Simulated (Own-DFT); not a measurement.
Simulation results for Si₁₂O₂₃ (quartz with two neutral oxygen vacancies, atoms displaced)

All values are calculated (Own-DFT development build). A calculation, not a measurement: plane-wave PBE and HSE06 DFT by an unreviewed code, no spin, of a simulated cell at Gamma alone, so results move with cell size and shape, stress positive in tension, energies less offsets, not probed for a lower state with spin; oxygen file: force components 24 meV/angstrom off all-electron in a glass; k mesh not checked against a denser one; forces and stress are PBE's, HSE06 gives the energy alone, and its difference from PBE has offsets of its own; offsets are fitted by least squares, one for each functional and potential file, so energies compare only between cells with the same atoms and settings and are not formation energies; the far tail of each file's local potential was reset to the Coulomb form; each entry is a single point on an unrelaxed cell, so the pressure reflects the starting lattice, mostly measured values (interpolated for alloys), from which strain is counted, and rises with the displacements; printed positions are rounded, which can move forces by about a meV/angstrom; the program, named Own-DFT, is a retired in-house code; no spin-orbit coupling.

Settings shared by all entries: first functional PBE; second functional HSE06; exact exchange share 0.25; screening 0.11 1/bohr; exchange divergence Gygi-Baldereschi; potential files PseudoDojo norm-conserving, scalar-relativistic, made for PBE, standard set; wave cutoff 48 hartree; occupations fixed; k mesh 1 x 1 x 1 centred on Gamma.

(1) Si₁₂O₂₃ (quartz with two neutral oxygen vacancies, atoms displaced)

```xyz
70
Lattice="9.8268 0.0000 0.0000 -4.9134 8.5103 0.0000 0.0000 0.0000 10.8104" Properties=species:S:1:pos:R:3 Si12O23
Si    -2.5626     8.3831    10.6962
Si    -1.1209     2.0349     3.6271
Si     1.2599     2.0620     1.7445
O      1.4442     1.1674     0.5403
O      2.8521     2.4309     2.4866
O      3.2434     0.6110     4.1837
O     -0.9785     3.2381     4.6949
O      0.3705     1.6549     2.8350
O      0.7307     3.5980     1.2343
Si    -2.5574     8.4385     5.4601
Si    -1.0706     1.9474     8.8601
Si     1.4374     2.3511     7.2652
O      1.4678     1.2060     5.9399
O      2.7578     2.5297     7.8253
O      3.3418     0.6196     9.5964
O     -1.1147     3.1746    10.1873
O      0.3847     1.6981     8.4132
O      0.8023     3.6057     6.6519
Si    -0.1650     4.2697    10.8018
Si    -3.5306     6.2108     3.5441
Si    -1.0557     6.5432     1.7917
O     -1.1521     5.4513     0.5382
O      0.2397     6.7176     2.3609
O      0.8918     4.7967     4.2722
O     -3.4502     7.2758     4.7808
O     -2.1215     5.9383     2.9489
O     -1.7541     7.8987     1.1677
Si    -0.2272     4.2236     5.3673
Si    -3.5863     6.3138     9.0309
Si    -1.0478     6.6235     7.2574
O     -1.1223     5.4108     6.1592
O      0.4270     6.8749     7.8813
O      0.7268     4.7380     9.6649
O     -3.5949     7.3233    10.1415
O     -2.1102     6.0595     8.3601
O     -1.6043     7.9825     6.4955
Si     2.1821     8.4590    10.7853
Si     3.8139     1.8613     3.4838
Si     6.1585     2.1342     1.8874
O      6.4453     1.1336     0.6920
O      7.6127     2.5778     2.4228
O      8.2677     0.5854     4.1603
O      3.8172     3.0682     4.7084
O      5.2340     1.8277     2.9497
O      5.7808     3.5782     1.1756
Si     2.2852     8.3862     5.5027
Si     3.6854     2.0311     9.2082
Si     6.3488     2.3495     7.3429
O      6.2862     1.2496     6.1850
O      8.1518     0.6366     9.6489
O      3.6539     3.1218    10.1179
O      5.3110     1.8824     8.4013
Si     4.8116     4.1887     0.0415
Si     1.2263     6.1915     3.6784
Si     3.7960     6.5803     1.9279
O      3.8076     5.4525     0.5514
O      5.1471     6.6833     2.3676
O      5.7160     4.9516     4.1788
O      1.4054     7.5038     4.8375
O      2.7031     6.0228     2.8666
O      3.2704     7.9155     1.0672
Si     4.7363     4.1770     5.3561
Si     1.2249     6.1123     9.0484
Si     3.7567     6.4885     7.2807
O      3.8186     5.3721     5.9755
O      5.2390     6.6054     7.7271
O      5.6573     5.0358     9.6523
O      1.3845     7.3845    10.2273
O      2.7648     6.0757     8.4392
O      3.3308     7.9608     6.6411
```

- PBE energy of cell above offsets: -6.572 eV
- HSE06 less PBE above offsets: 0.805 eV
- PBE pressure: 10.04 GPa
- PBE stress xx: -13 GPa
- PBE stress yy: -9.38 GPa
- PBE stress zz: -7.73 GPa
- PBE stress yz: -1.86 GPa
- PBE stress xz: -1.79 GPa
- PBE stress xy: -6.34 GPa

Force:
| element | x (eV/Å) | y (eV/Å) | z (eV/Å) |
| --- | --- | --- | --- |
| Si | -0.876 | 3.645 | 1.619 |
| Si | -0.498 | -1.715 | -3.812 |
| Si | 5.323 | 7.469 | -1.398 |
| O | 1.36 | -4.001 | -4.137 |
| O | -5.366 | 1.067 | -5.465 |
| O | -0.52 | -3.518 | 1.54 |
| O | -6.106 | -7.887 | -4.969 |
| O | -6.228 | -1.473 | 6.578 |
| O | 0.043 | -0.157 | -0.527 |
| Si | -3.904 | 4.195 | -6.095 |
| Si | -5.586 | 1.741 | 2.991 |
| Si | -6.928 | -5.577 | -4.069 |
| O | -0.353 | 0.631 | 1.887 |
| O | 8.471 | 0.286 | 5.209 |
| O | -1.874 | -5.36 | 1.861 |
| O | -0.846 | -2.606 | -2.5 |
| O | 3.529 | -0.18 | -1.594 |
| O | -3.016 | 3.914 | -2.997 |
| Si | -2.485 | -3.021 | 5.048 |
| Si | -2.049 | 2.809 | -0.006 |
| Si | -11.16 | -2.682 | -4.564 |
| O | 0.781 | 1.052 | 0.854 |
| O | 10.3 | 1.031 | 6.391 |
| O | -1.325 | -0.495 | 1.293 |
| O | -0.035 | 0.475 | -0.23 |
| O | 2.865 | 0.456 | -1.893 |
| O | 1.143 | -0.615 | 0.535 |
| Si | 7.424 | 8.112 | 8.527 |
| Si | -0.323 | -3.062 | -6.102 |
| Si | -1.608 | -0.475 | -0.759 |
| O | 1.587 | -1.007 | -1.536 |
| O | -1.354 | -0.243 | -0.652 |
| O | 3.328 | 2.386 | -3.794 |
| O | 0.295 | 4.042 | 2.982 |
| O | 0.283 | 1.004 | 0.51 |
| O | 4.795 | -3.186 | 5.534 |
| Si | 9.059 | 4.071 | 1.07 |
| Si | -2.014 | 2.31 | 5.942 |
| Si | 7.128 | 4.008 | -6.586 |
| O | -3.304 | 1.618 | 0.921 |
| O | 2.627 | -0.683 | 2.768 |
| O | -1.781 | -0.716 | 2.57 |
| O | -0.255 | -1.303 | -1.148 |
| O | -1.438 | -3.274 | 4.588 |
| O | -1.287 | -0.087 | -1.054 |
| Si | 7.337 | 12.01 | 4.352 |
| Si | 3.755 | -2.732 | -12.35 |
| Si | 1.986 | 2.594 | -1.345 |
| O | 1.864 | -3.859 | -2.934 |
| O | -0.512 | -0.418 | -0.204 |
| O | 1.746 | 8.595 | 7.962 |
| O | -4.444 | -0.452 | 4.014 |
| Si | -1.917 | 3.662 | -0.459 |
| Si | 3.208 | 3.223 | -2.84 |
| Si | -8.298 | -0.336 | -9.263 |
| O | 1.006 | -1.11 | 1.35 |
| O | 11.12 | 1.034 | 4.82 |
| O | -2.111 | -4.165 | 2.01 |
| O | -7.776 | -9.719 | -6.958 |
| O | -3.859 | -0.517 | 3.713 |
| O | 0.447 | -1.07 | 1.611 |
| Si | 2.681 | 0.498 | 1.076 |
| Si | 3.473 | 3.06 | 1.105 |
| Si | -0.461 | -0.699 | -3.356 |
| O | -1.079 | 1.472 | 1.601 |
| O | 2.927 | 0.877 | 1.829 |
| O | -1.336 | -4.83 | 2.097 |
| O | -5.751 | -7.82 | -4.314 |
| O | -1.625 | -1.147 | 1.044 |
| O | -0.197 | -1.149 | 0.119 |

(2) Si₁₂O₂₃ (quartz with two neutral oxygen vacancies, atoms displaced)

```xyz
70
Lattice="9.8268 0.0000 0.0000 -4.9134 8.5103 0.0000 0.0000 0.0000 10.8104" Properties=species:S:1:pos:R:3 Si12O23
Si     2.4840     0.1567     0.0597
Si    -1.1134     2.0794     3.5685
Si     1.2565     2.1240     1.7432
O      1.3198     1.1208     0.6499
O      2.8634     2.5737     2.4745
O      3.2507     0.6196     4.2251
O     -1.1476     3.1976     4.8140
O      0.3443     1.7787     3.0059
O      0.7113     3.7152     1.1384
Si     2.3842     0.0379     5.3745
Si    -1.1087     1.9762     9.1356
Si     1.2946     2.2412     7.1559
O      1.5337     0.9612     6.0547
O      2.8184     2.6424     7.8300
O      3.2702     0.6872     9.6838
O     -1.0174     3.0810    10.0079
O      0.2093     1.6546     8.3060
O      0.7517     3.7540     6.6217
Si    -0.1543     4.2161     0.0233
Si    -3.5572     6.2017     3.7709
Si    -1.1038     6.5389     1.7418
O     -1.1030     5.4728     0.5296
O      0.3431     6.8369     2.5470
O      0.7981     4.9732     4.1795
O     -3.6399     7.4188     4.6511
O     -2.2047     5.8540     3.0942
O     -1.7072     7.8735     1.2894
Si    -0.0164     4.3634     5.4575
Si    -3.5939     6.2968     8.9216
Si    -1.1761     6.4278     7.0748
O     -1.0522     5.4127     6.0844
O      0.3670     6.8170     7.9609
O      0.6720     4.8760     9.7831
O     -3.5766     7.2611    10.2007
O     -2.0618     5.9910     8.3433
O     -1.5305     8.0601     6.6219
Si     2.2297     8.4972    10.7497
Si     3.6933     2.0463     3.6603
Si     6.2753     2.2083     1.7199
O      6.3070     1.1671     0.6653
O      7.6840     2.6056     2.4749
O      8.1863     0.7008     4.1845
O      3.8943     3.0936     4.7400
O      5.2137     1.7286     3.1656
O      5.6582     3.7768     0.9935
Si     2.4199     8.5023     5.4712
Si     3.6624     2.1957     8.9554
Si     6.1620     2.2377     7.2717
O      6.3558     1.2800     6.0634
O      7.6824     2.5672     7.8902
O      8.1410     0.5850     9.5808
O      3.9120     3.1631    10.3736
O      5.1640     1.7041     8.2442
O      5.7920     3.6566     6.5667
Si     4.7579     4.3198    10.7770
Si     1.2692     6.2860     3.6799
Si     3.6986     6.4506     1.7301
O      3.8136     5.4386     0.6770
O      5.1668     6.8581     2.3928
O      5.6030     4.8735     4.3129
O      1.4140     7.4141     4.7110
O      2.7733     5.9953     2.9623
O      3.2726     7.7562     0.9897
Si     4.6652     4.1737     5.3527
Si     1.2759     6.1002     9.0101
Si     3.7683     6.4751     7.2504
O      3.6939     5.4038     6.0221
O      5.5864     4.7863     9.5617
O      1.4149     7.2205    10.1376
O      3.3124     7.9656     6.4887
```

- PBE energy of cell above offsets: -4.194 eV
- HSE06 less PBE above offsets: 0.960 eV
- PBE pressure: 10.52 GPa
- PBE stress xx: -3.95 GPa
- PBE stress yy: -13 GPa
- PBE stress zz: -14.61 GPa
- PBE stress yz: -4.09 GPa
- PBE stress xz: 0.79 GPa
- PBE stress xy: 1.38 GPa

Force:
| element | x (eV/Å) | y (eV/Å) | z (eV/Å) |
| --- | --- | --- | --- |
| Si | -4.434 | -6.012 | 0.89 |
| Si | -1.579 | 0.311 | 3.339 |
| Si | 1.9 | 8.174 | 5.406 |
| O | 0.649 | -3.114 | -3.868 |
| O | -5.229 | -0.093 | -3.935 |
| O | 0.306 | 0.098 | -1.111 |
| O | 2.665 | 0.95 | -0.169 |
| O | 1.086 | -0.087 | -0.689 |
| O | 3.488 | -5.101 | 4.83 |
| Si | 3.891 | -9.042 | -3.178 |
| Si | -3.963 | -5.985 | -10.54 |
| Si | -0.984 | -0.723 | 0.81 |
| O | -7.409 | 10.36 | 6.559 |
| O | -5.969 | 1.39 | -4.963 |
| O | 1.642 | 2.798 | -2.717 |
| O | 1.215 | 8.85 | 9.061 |
| O | 4.268 | 0.405 | -2.347 |
| O | 3.372 | -3.583 | 3.042 |
| Si | -5.916 | 0.579 | -0.073 |
| Si | -4.032 | -1.115 | -6.629 |
| Si | 0.326 | -4.023 | 4.697 |
| O | -0.117 | -0.416 | 0.721 |
| O | -3.672 | 0.35 | -3.416 |
| O | -2.436 | -6.335 | 3.869 |
| O | 2.117 | 4.977 | 5.042 |
| O | 4.52 | 0.739 | -3.214 |
| O | -1.115 | 3.959 | -1.79 |
| Si | -4.605 | -1.82 | -5.488 |
| Si | -1.906 | -2.219 | -0.188 |
| Si | 1.661 | 10.9 | 9.312 |
| O | 0.758 | -5.805 | -6.976 |
| O | -3.761 | -0.377 | -3.763 |
| O | 3.136 | 0.404 | -4.166 |
| O | 2.208 | 3.122 | 1.121 |
| O | -1.668 | -0.177 | 0.333 |
| O | -0.242 | -3.188 | -0.846 |
| Si | 2.606 | -3.115 | -0.186 |
| Si | 3.323 | -3.688 | -2.612 |
| Si | -3.231 | 7.39 | 7.156 |
| O | -0.116 | -4.157 | -4.233 |
| O | -1.164 | 0.11 | -2.323 |
| O | -0.74 | -1.298 | 1.3 |
| O | -4.509 | -2.112 | 1.018 |
| O | 2.557 | 0.875 | -3.855 |
| O | 6.73 | -6.138 | 7.67 |
| Si | -5.875 | 5.617 | -6.847 |
| Si | 7.374 | -3.178 | 6.665 |
| Si | 6.011 | 3.972 | -2.447 |
| O | 1.318 | -4.335 | -2.846 |
| O | -0.204 | -1.035 | 1.273 |
| O | -1.274 | -1.404 | 1.636 |
| O | -5.847 | -7.292 | -5.551 |
| O | -6.092 | -0.927 | 5.51 |
| O | -2.735 | 1.378 | -1.34 |
| Si | -1.431 | 6.242 | -0.119 |
| Si | 5.705 | 3.213 | -4.422 |
| Si | 2.64 | 3.976 | 6.847 |
| O | 0.277 | -5.759 | -5.856 |
| O | 1.285 | -1.579 | 1.804 |
| O | 0.642 | -0.05 | -0.795 |
| O | 0.711 | 2.644 | 3.447 |
| O | -2.133 | -0.126 | 1.103 |
| O | -2.333 | 4.181 | -1.385 |
| Si | 4.87 | 5.659 | 6.66 |
| Si | 3.407 | 1.208 | -1.635 |
| Si | -0.249 | 0.55 | 1.842 |
| O | 0.635 | -1.538 | -0.592 |
| O | 2.484 | 3.315 | -3.849 |
| O | 0.074 | 2.475 | 1.878 |
| O | 5.113 | -4.236 | 6.117 |
